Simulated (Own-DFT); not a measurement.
# Point defects and the pressure they add: C40 NbSi2

Everything here is calculated. The program is Own-DFT (plane waves, in-house, since retired, never reviewed by a person); positions were held fixed, and spin and spin-orbit coupling were off.

Settings: PBE; PseudoDojo norm-conserving scalar-relativistic files; cutoff 42 hartree; 4 x 4 x 5 k mesh centred on Gamma; cold (Marzari-Vanderbilt) smearing of 0.2 eV.

Known weak points: forces on such cells failed a check on a denser k mesh; stress not checked against mesh or cutoff.

All runs share one cell, with vectors in Å (0.000, 8.324, 0.000); (-9.613, 0.000, 0.000); (0.000, 0.000, 6.586) and a volume of 527.0 Å³. u is the rms random offset of the atoms per axis. The defect's site can differ from row to row.

| cell | formula | u (Å) | P (GPa) |
|---|---|---|---|
| no defect | Nb12Si24 | 0.0198 | 1.49 |
| no defect | Nb12Si24 | 0.0208 | 1.48 |
| no defect | Nb12Si24 | 0.0529 | 2.86 |
| one Si vacancy | Nb12Si23 | 0.0272 | 0.85 |
| one Si vacancy | Nb12Si23 | 0.0301 | 1.13 |
| one Si vacancy | Nb12Si23 | 0.0483 | 1.70 |
| two Si on a Nb site each | Nb10Si26 | 0.0296 | 1.65 |
| two Si on a Nb site each | Nb10Si26 | 0.0312 | 1.55 |
| two Si on a Nb site each | Nb10Si26 | 0.0522 | 2.83 |
| two Nb on a Si site each | Nb14Si22 | 0.0301 | 7.60 |
| two Nb on a Si site each | Nb14Si22 | 0.0339 | 7.66 |
| two Nb on a Si site each | Nb14Si22 | 0.0495 | 8.40 |
| two Nb on a Si site each | Nb14Si22 | 0.0506 | ? |
| two Nb vacancies | Nb10Si24 | 0.0302 | 0.19 |
| two Nb vacancies | Nb10Si24 | 0.0523 | 0.70 |
| two Nb vacancies | Nb10Si24 | 0.0591 | 0.74 |

## Working it out

P = P0 + c u² + a shift for each defect gives P0 = 1.37 GPa, c = 478 ± 60 GPa/Å² and a scatter of 0.21 GPa. The shifts, and each times the cell's volume:

- two Nb on a Si site each: 5.80 ± 0.17 GPa, 19.1 eV (9.5 eV for each of its 2 sites)
- two Si on a Nb site each: -0.09 ± 0.17 GPa, -0.3 eV (-0.1 eV for each of its 2 sites) (not resolved)
- one Si vacancy: -0.78 ± 0.17 GPa, -2.6 eV
- two Nb vacancies: -1.96 ± 0.19 GPa, -6.5 eV (-3.2 eV for each of its 2 sites)

Against the defect-free cell, a freed cell would be larger where the shift is positive and smaller where it is negative (160.2 GPa Å³ is 1 eV). The atoms around the defects weren't relaxed, which would change these numbers.

## Test on the hidden row

Asked: what pressure belongs in the blank (two Nb on a Si site each, u = 0.0506 Å)?

The fit gives 8.39 ± 0.25 GPa. The hidden result is 8.19 GPa.
